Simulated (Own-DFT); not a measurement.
# Computed records: Si3N4 (beta silicon nitride, atoms displaced)

A calculation, not a measurement: plane-wave PBEsol density functional theory by an unreviewed code, no spin, of a simulated periodic cell, stress positive in tension, free energy of the whole cell less one offset for each atom, forces on such cells passed a denser k mesh, this cell's mesh not checked; offsets are fitted by least squares, one for each functional and potential file, so energies compare only between cells with the same atoms and settings and are not formation energies; the far tail of each file's local potential was reset to the Coulomb form; each entry is a single point on an unrelaxed cell, so the pressure reflects the starting lattice, mostly measured values (interpolated for alloys), from which strain is counted, and rises with the displacements; printed positions are rounded, which can move forces by about a meV/angstrom; the program, named Own-DFT, is a retired in-house code; no spin-orbit coupling. Program: Own-DFT development build.

Entry: Si3N4 (beta silicon nitride, atoms displaced)

```
Si3N4
1.0
      7.6060     0.0000     0.0000
     -3.8030     6.5870     0.0000
      0.0000     0.0000     8.7270
Si N Si N Si N
6 8 6 8 6 8
Direct
  0.20415 0.80543 0.09841
  0.22643 0.39589 0.09586
  0.58949 0.84562 0.06159
  0.85951 0.25200 0.24849
  0.77167 0.57913 0.25610
  0.37628 0.14386 0.25439
  0.35888 0.04312 0.08245
  0.97837 0.30302 0.06746
  0.69039 0.65128 0.08635
  0.67732 0.98222 0.24367
  0.03222 0.70193 0.25551
  0.30210 0.33402 0.25447
  0.33257 0.67079 0.09208
  0.65910 0.32417 0.24936
  0.17105 0.77820 0.40453
  0.21528 0.39321 0.44218
  0.59553 0.83161 0.41595
  0.84238 0.25107 0.59414
  0.78293 0.59347 0.57292
  0.43463 0.17747 0.57618
  0.32505 0.02172 0.41066
  0.95544 0.29836 0.42395
  0.69482 0.68060 0.40518
  0.65892 0.96209 0.57603
  0.02683 0.69097 0.58670
  0.30395 0.33903 0.57825
  0.34299 0.65795 0.42837
  0.66734 0.34439 0.60358
  0.18890 0.78213 0.76782
  0.24419 0.41228 0.76777
  0.58641 0.82502 0.75209
  0.83969 0.23601 0.91189
  0.78157 0.61462 0.91708
  0.40704 0.16640 0.90778
  0.34433 0.03018 0.74791
  0.95769 0.30806 0.74337
  0.67516 0.64828 0.75631
  0.69156 0.98819 0.90840
  0.03194 0.69522 0.90729
  0.31504 0.31646 0.91228
  0.34023 0.69048 0.73301
  0.66575 0.31949 0.91295
```

| Property | Result |
| --- | --- |
| functional | PBEsol |
| potential files | PseudoDojo norm-conserving, scalar-relativistic, made for PBE, standard set |
| wave cutoff | 42 hartree |
| occupations | Fermi-Dirac |
| smearing width | 0.1 eV |
| k mesh | 3 x 3 x 3 centred on Gamma |
| free energy of cell above offsets | 7.430 eV |
| pressure | 10.04 GPa |
| stress xx | -7.37 GPa |
| stress yy | -9.09 GPa |
| stress zz | -13.67 GPa |
| stress yz | 0.03 GPa |
| stress xz | -4.16 GPa |
| stress xy | -4.31 GPa |

Force:
| element | x (eV/Å) | y (eV/Å) | z (eV/Å) |
| --- | --- | --- | --- |
| Si | -1.725 | -7.92 | -2.533 |
| Si | 2.471 | 2.695 | -2.56 |
| Si | 3.119 | -2.595 | 6.224 |
| Si | -5.572 | -3.761 | -1.529 |
| Si | -4.557 | 1.075 | -1.839 |
| Si | 1.815 | 8.724 | -2.313 |
| N | -0.903 | 0.242 | -0.842 |
| N | 0.999 | 0.6 | 3.392 |
| N | -0.716 | 2.16 | -0.757 |
| N | 0.232 | 0.009 | -0.762 |
| N | -0.344 | 0.025 | -4.076 |
| N | -0.154 | -2.473 | 2.022 |
| N | 0.171 | -0.017 | -1.117 |
| N | 1.578 | -0.429 | 0.963 |
| Si | 3.905 | -4.634 | 7.57 |
| Si | -1.704 | 4.075 | -7.832 |
| Si | -0.523 | -0.414 | -2.927 |
| Si | -6.132 | -4.924 | -6.078 |
| Si | -5.587 | 2.146 | 1.192 |
| Si | -4.564 | -1.49 | 1.011 |
| N | 0.394 | 1.167 | 3.686 |
| N | 2.86 | 1.58 | -0.148 |
| N | 4.844 | -2.64 | 1.723 |
| N | 0.442 | 4.23 | 3.424 |
| N | 2.933 | 2.447 | -0.771 |
| N | 4.92 | -3.732 | 7.589 |
| N | -4.308 | 0.689 | -1.322 |
| N | 3.406 | -0.641 | -1.471 |
| Si | -1.555 | -1.279 | -5.608 |
| Si | -0.608 | 1.113 | -4.496 |
| Si | 3.606 | 1.133 | -2.576 |
| Si | -4.549 | 1.764 | -0.714 |
| Si | -1.213 | -4.184 | 0.628 |
| Si | 4.218 | 2.075 | 0.783 |
| N | -0.503 | 0.64 | -1.714 |
| N | 7.9 | 3.142 | 6.474 |
| N | -0.061 | 1.77 | -1.793 |
| N | -0.375 | -3.243 | -1.206 |
| N | 0.221 | 1.209 | 4.916 |
| N | -5.524 | 2.647 | 2.495 |
| N | 0.448 | -5.164 | 2.474 |
| N | 0.696 | 2.182 | 0.422 |
